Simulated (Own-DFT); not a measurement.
# Computed records: Al32O47 (corundum with one vacancy, atoms displaced)

All values are calculated (Own-DFT development build). A calculation, not a measurement: plane-wave PBE density functional theory by an unreviewed code, no spin, of a simulated periodic cell, stress positive in tension, free energy of the whole cell less one offset for each atom, defect cell not probed for a lower state with spin; oxygen file: force components 24 meV/angstrom off all-electron in one glass; forces on such cells passed a denser k mesh, this cell's mesh not checked; offsets are fitted by least squares, one for each functional and potential file, so energies compare only between cells with the same atoms and settings and are not formation energies; the far tail of each file's local potential was reset to the Coulomb form; each entry is a single point on an unrelaxed cell, so the pressure reflects the starting lattice, mostly measured values, from which strain is counted, and rises with the displacements; printed positions are rounded, which can move forces by about a meV/angstrom; the program is a retired in-house code; no spin-orbit coupling; before rounding, a Quantum ESPRESSO 7.3.1 run of the same cell and cutoff gave forces within 1 meV/angstrom rms on each cell, which checks the program and not the settings.

Common to all runs: functional PBE; potential files PseudoDojo norm-conserving, scalar-relativistic, standard set; wave cutoff 72 hartree; occupations Fermi-Dirac; smearing width 0.1 eV; k mesh 3 x 3 x 3 centred on Gamma.

(1) 
```cif
# cell vector a (Å): 5.4940 0.0000 8.6604
# cell vector b (Å): -2.7470 4.7579 8.6604
# cell vector c (Å): -2.7470 -4.7579 8.6604
data_Al32O47
_symmetry_space_group_name_H-M 'P 1'
_symmetry_Int_Tables_number 1
_cell_length_a 10.2561
_cell_length_b 10.2560
_cell_length_c 10.2560
_cell_angle_alpha 55.280
_cell_angle_beta 55.280
_cell_angle_gamma 55.280
_cell_volume 679.15
loop_
_atom_site_label
_atom_site_type_symbol
_atom_site_fract_x
_atom_site_fract_y
_atom_site_fract_z
_atom_site_occupancy
Al1 Al 0.16584 0.17438 0.17314 1
Al2 Al 0.33059 0.32042 0.32945 1
Al3 Al 0.43524 0.43032 0.41902 1
Al4 Al 0.08236 0.07678 0.06282 1
O1 O 0.29302 0.45480 0.12341 1
O2 O 0.47299 0.13293 0.26574 1
O3 O 0.10717 0.26898 0.50343 1
O4 O 0.22521 0.02900 0.36579 1
O5 O 0.04662 0.37002 0.21056 1
O6 O 0.36955 0.21480 0.03518 1
Al5 Al 0.18905 0.18467 0.66253 1
Al6 Al 0.31869 0.32340 0.83644 1
Al7 Al 0.42718 0.41264 0.92942 1
Al8 Al 0.08044 0.05547 0.57763 1
O7 O 0.27456 0.46499 0.61712 1
O8 O 0.46991 0.12823 0.77540 1
O9 O 0.11624 0.27430 0.98394 1
O10 O 0.22259 0.03162 0.88055 1
O11 O 0.03654 0.36754 0.72264 1
O12 O 0.36468 0.24268 0.52509 1
Al9 Al 0.17558 0.66479 0.18407 1
Al10 Al 0.31966 0.82379 0.33221 1
Al11 Al 0.42824 0.92887 0.42146 1
Al12 Al 0.08688 0.57291 0.07923 1
O13 O 0.28304 0.97044 0.12084 1
O14 O 0.49096 0.62322 0.27388 1
O15 O 0.12301 0.77737 0.47957 1
O16 O 0.22493 0.52688 0.36547 1
O17 O 0.03976 0.86597 0.21814 1
O18 O 0.36229 0.72559 0.04380 1
Al13 Al 0.17354 0.66023 0.68070 1
Al14 Al 0.31324 0.83266 0.83022 1
Al15 Al 0.41440 0.94365 0.91030 1
Al16 Al 0.08321 0.56804 0.55554 1
O19 O 0.27960 0.97535 0.62182 1
O20 O 0.47734 0.63984 0.76149 1
O21 O 0.14644 0.76999 0.96853 1
O22 O 0.23045 0.52604 0.86474 1
O23 O 0.03112 0.88373 0.70993 1
O24 O 0.38062 0.72523 0.52359 1
Al17 Al 0.66561 0.19337 0.17828 1
Al18 Al 0.81592 0.32055 0.34568 1
Al19 Al 0.93202 0.43069 0.42331 1
Al20 Al 0.57870 0.06904 0.06160 1
O25 O 0.97143 0.12797 0.28680 1
O26 O 0.63237 0.27806 0.45476 1
O27 O 0.72771 0.02778 0.37537 1
O28 O 0.52562 0.40329 0.20019 1
O29 O 0.85867 0.22686 0.04340 1
Al21 Al 0.67881 0.17668 0.67734 1
Al22 Al 0.81312 0.31431 0.82952 1
Al23 Al 0.92728 0.41400 0.94308 1
Al24 Al 0.56008 0.08714 0.59196 1
O30 O 0.78503 0.46897 0.62097 1
O31 O 0.96221 0.11035 0.79765 1
O32 O 0.63317 0.25751 0.97993 1
O33 O 0.72220 0.03893 0.87390 1
O34 O 0.53281 0.36866 0.72226 1
O35 O 0.86033 0.23682 0.54051 1
Al25 Al 0.68193 0.66378 0.17712 1
Al26 Al 0.80579 0.83152 0.32869 1
Al27 Al 0.91658 0.92548 0.41262 1
Al28 Al 0.60926 0.57727 0.04103 1
O36 O 0.78160 0.95569 0.13176 1
O37 O 0.97638 0.64479 0.26739 1
O38 O 0.62687 0.77036 0.47880 1
O39 O 0.71159 0.53655 0.38100 1
O40 O 0.52572 0.87948 0.23341 1
O41 O 0.88676 0.72088 0.03024 1
Al29 Al 0.67518 0.67653 0.67033 1
Al30 Al 0.80914 0.83203 0.82690 1
Al31 Al 0.92972 0.92023 0.93452 1
Al32 Al 0.56192 0.59803 0.56607 1
O42 O 0.78776 0.96329 0.61568 1
O43 O 0.97384 0.63155 0.78435 1
O44 O 0.61423 0.79199 0.97062 1
O45 O 0.70422 0.54720 0.87260 1
O46 O 0.52907 0.85679 0.72535 1
O47 O 0.85473 0.74312 0.51544 1
_calc_free_energy_of_cell_above_offsets '-44.921'  # eV
_calc_pressure 12.97  # GPa
_calc_stress_xx -12.37  # GPa
_calc_stress_yy -12.45  # GPa
_calc_stress_zz -14.07  # GPa
_calc_stress_yz 0.5  # GPa
_calc_stress_xz -0.64  # GPa
_calc_stress_xy -2.15  # GPa
```

Force:
| element | x (eV/Å) | y (eV/Å) | z (eV/Å) |
| --- | --- | --- | --- |
| Al | 0.725 | -1.899 | 1.985 |
| Al | -0.023 | 1.294 | -1.841 |
| Al | 0.122 | 2.268 | -0.067 |
| Al | -2.304 | -3.327 | -0.41 |
| O | -1.82 | 0.248 | 0.305 |
| O | -0.995 | -1.445 | 1.628 |
| O | 2.089 | 2.926 | -0.409 |
| O | -1.153 | -0.749 | 0.968 |
| O | -2.761 | -0.02 | 1.328 |
| O | 0.826 | 1.276 | -0.296 |
| Al | -2.535 | -2.656 | -1.869 |
| Al | 0.681 | 0.951 | -0.715 |
| Al | 0.834 | 1.447 | 1.261 |
| Al | -0.873 | 3.398 | 2.017 |
| O | -0.139 | -0.772 | 2.211 |
| O | -0.607 | 0.333 | 0.96 |
| O | 1.762 | 1.238 | 0.113 |
| O | 0.904 | 3.026 | -2.414 |
| O | -1.892 | 0.175 | 0.638 |
| O | 3.18 | -0.877 | 0.575 |
| Al | 1.141 | 3.384 | 1.698 |
| Al | 1.079 | 0.982 | -0.434 |
| Al | -0.302 | 0.544 | 0.341 |
| Al | 0.092 | 0.796 | -2.066 |
| O | -0.823 | 0.442 | 0.224 |
| O | -1.673 | -0.758 | -0.831 |
| O | 0.623 | 0.307 | -1.69 |
| O | -0.134 | -1.458 | 0.511 |
| O | -1.722 | 1.483 | 1.302 |
| O | 1.869 | 1.184 | 0.11 |
| Al | -0.797 | 2.441 | 0.939 |
| Al | 3.569 | -0.133 | 0.426 |
| Al | 1.348 | -5.36 | 0.942 |
| Al | -2.526 | -0.542 | 1.251 |
| O | 0.009 | 0.029 | 0.74 |
| O | -0.937 | -3.091 | -1.812 |
| O | -2.869 | -0.939 | -2.818 |
| O | -0.43 | -1.265 | 0.873 |
| O | -0.374 | -4.036 | -1.569 |
| O | -2.543 | -0.061 | -1.992 |
| Al | 0.223 | -1.541 | -1.002 |
| Al | 2.274 | 1.702 | 0.615 |
| Al | -0.586 | -0.521 | -0.327 |
| Al | -1.94 | -2.442 | 1.92 |
| O | -0.264 | -0.224 | -1.278 |
| O | -1.918 | -1.83 | -0.078 |
| O | -2.935 | 2.223 | -1.819 |
| O | 0.553 | -2.826 | -0.291 |
| O | 2.345 | 1.204 | 0.8 |
| Al | 0.339 | -0.165 | 0.706 |
| Al | 1.963 | 1.108 | 0.835 |
| Al | -1.299 | 2.482 | -0.086 |
| Al | 4.337 | 0.83 | -3.143 |
| O | -1.022 | -0.36 | 1.046 |
| O | 0.526 | 1.645 | 1.697 |
| O | -1.682 | 1.91 | -0.328 |
| O | 1.733 | 0.001 | -2.891 |
| O | -1.173 | 0.37 | -0.037 |
| O | 2.032 | 0.145 | -1.054 |
| Al | -0.363 | 1.114 | 1.503 |
| Al | 1.369 | 0.827 | 0.192 |
| Al | 1.454 | -0.321 | 3.248 |
| Al | -8.782 | -3.159 | 3.525 |
| O | -0.849 | 1.244 | 0.202 |
| O | 0.589 | -3.241 | -2.574 |
| O | -0.709 | 2.564 | -0.62 |
| O | 2.251 | -0.069 | -0.159 |
| O | 1.896 | 0.634 | -1.738 |
| O | -0.603 | -0.088 | -1.296 |
| Al | 0.429 | -0.921 | -0.277 |
| Al | 2.372 | 0.145 | 0.75 |
| Al | 0.623 | -0.85 | -0.652 |
| Al | 1.9 | -3.344 | 0.306 |
| O | -2.892 | -0.045 | 1.318 |
| O | -0.454 | -1.464 | -2.14 |
| O | 0.82 | 0.259 | 0.53 |
| O | 7.284 | 2.035 | -4.415 |
| O | -3.3 | 3.281 | 3.511 |
| O | 2.836 | -3.098 | 1.386 |

(2) 
```cif
# cell vector a (Å): 5.4940 0.0000 8.6604
# cell vector b (Å): -2.7470 4.7579 8.6604
# cell vector c (Å): -2.7470 -4.7579 8.6604
data_Al32O47
_symmetry_space_group_name_H-M 'P 1'
_symmetry_Int_Tables_number 1
_cell_length_a 10.2561
_cell_length_b 10.2560
_cell_length_c 10.2560
_cell_angle_alpha 55.280
_cell_angle_beta 55.280
_cell_angle_gamma 55.280
_cell_volume 679.15
loop_
_atom_site_label
_atom_site_type_symbol
_atom_site_fract_x
_atom_site_fract_y
_atom_site_fract_z
_atom_site_occupancy
Al1 Al 0.17004 0.17562 0.17840 1
Al2 Al 0.33363 0.30112 0.33261 1
Al3 Al 0.43010 0.42306 0.41780 1
Al4 Al 0.06281 0.07556 0.08279 1
O1 O 0.27161 0.47742 0.12489 1
O2 O 0.47415 0.11355 0.29533 1
O3 O 0.11135 0.28258 0.47708 1
O4 O 0.21085 0.03454 0.36711 1
O5 O 0.01766 0.37464 0.23191 1
O6 O 0.38043 0.22688 0.02724 1
Al5 Al 0.16998 0.16544 0.69218 1
Al6 Al 0.33578 0.31402 0.83617 1
Al7 Al 0.43893 0.43024 0.90627 1
Al8 Al 0.07043 0.06334 0.57563 1
O7 O 0.28209 0.48069 0.62077 1
O8 O 0.46372 0.13465 0.78038 1
O9 O 0.13100 0.26295 0.98146 1
O10 O 0.22049 0.03782 0.85657 1
O11 O 0.03987 0.36757 0.72127 1
O12 O 0.36768 0.22993 0.52578 1
Al9 Al 0.16753 0.67460 0.17161 1
Al10 Al 0.34192 0.82725 0.30700 1
Al11 Al 0.45021 0.92159 0.41582 1
Al12 Al 0.06053 0.57809 0.07121 1
O13 O 0.28943 0.96126 0.12608 1
O14 O 0.48044 0.61974 0.27005 1
O15 O 0.12887 0.79120 0.46522 1
O16 O 0.22875 0.54184 0.35563 1
O17 O 0.02660 0.87685 0.22186 1
O18 O 0.38302 0.71686 0.03200 1
Al13 Al 0.17775 0.68368 0.66938 1
Al14 Al 0.31482 0.82871 0.83279 1
Al15 Al 0.44218 0.92208 0.92758 1
Al16 Al 0.06296 0.57163 0.58512 1
O19 O 0.28705 0.96522 0.61271 1
O20 O 0.47879 0.61354 0.77571 1
O21 O 0.12536 0.78887 0.96781 1
O22 O 0.21964 0.53864 0.88432 1
O23 O 0.02156 0.88029 0.72814 1
O24 O 0.37934 0.71068 0.53508 1
Al17 Al 0.66797 0.16994 0.18503 1
Al18 Al 0.81693 0.32823 0.32405 1
Al19 Al 0.92322 0.42401 0.42745 1
Al20 Al 0.56961 0.09234 0.07371 1
O25 O 0.78739 0.48732 0.11062 1
O26 O 0.96408 0.11600 0.29034 1
O27 O 0.63107 0.26596 0.48668 1
O28 O 0.72677 0.02678 0.36550 1
O29 O 0.52800 0.38006 0.21187 1
O30 O 0.86009 0.22688 0.04245 1
Al21 Al 0.68535 0.17570 0.66642 1
Al22 Al 0.83619 0.33968 0.80015 1
Al23 Al 0.90752 0.43637 0.92905 1
Al24 Al 0.57644 0.07035 0.58791 1
O31 O 0.76468 0.48163 0.62428 1
O32 O 0.97322 0.12786 0.77760 1
O33 O 0.62482 0.28990 0.96484 1
O34 O 0.71660 0.02315 0.86430 1
O35 O 0.53273 0.36602 0.71426 1
O36 O 0.87701 0.21882 0.52231 1
Al25 Al 0.69358 0.67520 0.16985 1
Al26 Al 0.83225 0.81849 0.32538 1
Al27 Al 0.92742 0.91452 0.44106 1
Al28 Al 0.56466 0.57669 0.08038 1
O37 O 0.77792 0.96683 0.12411 1
O38 O 0.95436 0.62489 0.29367 1
O39 O 0.62918 0.76477 0.48023 1
O40 O 0.73025 0.52656 0.36222 1
O41 O 0.88428 0.72336 0.00718 1
Al29 Al 0.69483 0.65921 0.67338 1
Al30 Al 0.81065 0.82301 0.83076 1
Al31 Al 0.91161 0.93354 0.92247 1
Al32 Al 0.58465 0.56949 0.56497 1
O42 O 0.78542 0.98011 0.61533 1
O43 O 0.96539 0.63025 0.78975 1
O44 O 0.63031 0.77843 0.95649 1
O45 O 0.71799 0.51807 0.88140 1
O46 O 0.52274 0.87609 0.73134 1
O47 O 0.86091 0.72110 0.55607 1
_calc_free_energy_of_cell_above_offsets '-47.139'  # eV
_calc_pressure 11.91  # GPa
_calc_stress_xx -10.46  # GPa
_calc_stress_yy -13.74  # GPa
_calc_stress_zz -11.52  # GPa
_calc_stress_yz 0.58  # GPa
_calc_stress_xz -1.13  # GPa
_calc_stress_xy 1.29  # GPa
```

Force:
| element | x (eV/Å) | y (eV/Å) | z (eV/Å) |
| --- | --- | --- | --- |
| Al | -0.337 | 0.352 | -0.057 |
| Al | -4.31 | 3.003 | 0.503 |
| Al | -1.885 | -0.461 | 0.576 |
| Al | 0.434 | 0.614 | -0.032 |
| O | 0.503 | -1.026 | -0.378 |
| O | 1.562 | 2.545 | -0.35 |
| O | 1.475 | -0.404 | 0.829 |
| O | 1.206 | -1.177 | 1.52 |
| O | 1.324 | 1.264 | -0.347 |
| O | -0.794 | -0.638 | -0.491 |
| Al | 1.412 | 5.479 | -2.862 |
| Al | -1.949 | 2.257 | -1.719 |
| Al | -2.732 | -1.547 | 0.485 |
| Al | 1.215 | 1.908 | 1.553 |
| O | -0.483 | -0.856 | -0.826 |
| O | 1.892 | -1.592 | -1.335 |
| O | -0.724 | 1.208 | 0.141 |
| O | -0.55 | -6.126 | 3.626 |
| O | -2.323 | 0.508 | 0.065 |
| O | 1.025 | -0.788 | 0.558 |
| Al | 1.536 | -0.425 | 1.46 |
| Al | -1.079 | -2.38 | 0.561 |
| Al | -1.855 | -3.154 | -2.17 |
| Al | 1.956 | -1.52 | 1.736 |
| O | -0.193 | 1.763 | -0.567 |
| O | -0.176 | -0.053 | 1.375 |
| O | -0.041 | -1.568 | -0.558 |
| O | -1.764 | -2.322 | 0.638 |
| O | 0.223 | -1.318 | -0.901 |
| O | -1.966 | 1.828 | -1.657 |
| Al | 0.086 | -1.012 | -0.19 |
| Al | 2.886 | 0.754 | 0.019 |
| Al | -2.497 | 0.977 | -2.177 |
| Al | 3.356 | 1.012 | 1.791 |
| O | -1.072 | -0.295 | 0.666 |
| O | -0.8 | 2.196 | 1.928 |
| O | -1.973 | -1.132 | -1.261 |
| O | 1.858 | 0.84 | -2.593 |
| O | 0.972 | -0.152 | -0.952 |
| O | 0.977 | 2.055 | 0.281 |
| Al | 1.522 | 2.068 | 1.799 |
| Al | 1.65 | -0.468 | -0.607 |
| Al | 1.129 | -0.309 | -0.375 |
| Al | 1.513 | -0.58 | -1.791 |
| O | -1.192 | -1.951 | -0.175 |
| O | 0.289 | 1.674 | 0.325 |
| O | -0.791 | 3.209 | -2.388 |
| O | -1.051 | -2.314 | 0.824 |
| O | 0.309 | -2.12 | 0.005 |
| O | 1.587 | 0.646 | 0.122 |
| Al | -0.557 | -0.761 | 0.343 |
| Al | -0.802 | -3.886 | -0.769 |
| Al | 2.295 | -1.132 | 0.614 |
| Al | -0.263 | 0.947 | -1.967 |
| O | 3.496 | -1.172 | -0.182 |
| O | -1.12 | -0.258 | -0.921 |
| O | 0.908 | -1.75 | -0.759 |
| O | -1.313 | -0.922 | 2.805 |
| O | -0.498 | 0.732 | 2.126 |
| O | -0.549 | -0.09 | 1.278 |
| Al | -1.788 | 0.648 | -1.167 |
| Al | -1.797 | 1.211 | 0.175 |
| Al | 0.818 | 2.375 | -0.171 |
| Al | 1.218 | 0.284 | -0.152 |
| O | -0.793 | 0.377 | -0.204 |
| O | 1.456 | 1.109 | -0.077 |
| O | 0.891 | 1.848 | 0.779 |
| O | -1.55 | -1.258 | 1.078 |
| O | -2.012 | -1.105 | 1.34 |
| Al | -6.334 | 0 | -1.107 |
| Al | 2.359 | 2.356 | 0.783 |
| Al | 1.458 | 0.244 | 1.049 |
| Al | -2.379 | -0.065 | -0.944 |
| O | -1.008 | -2.249 | -0.427 |
| O | 1.71 | 0.168 | -1.946 |
| O | -0.222 | -2.239 | 0.676 |
| O | 0.648 | 1.38 | 0.619 |
| O | 1.351 | 0.603 | -0.292 |
| O | 3.015 | 2.132 | 0.795 |
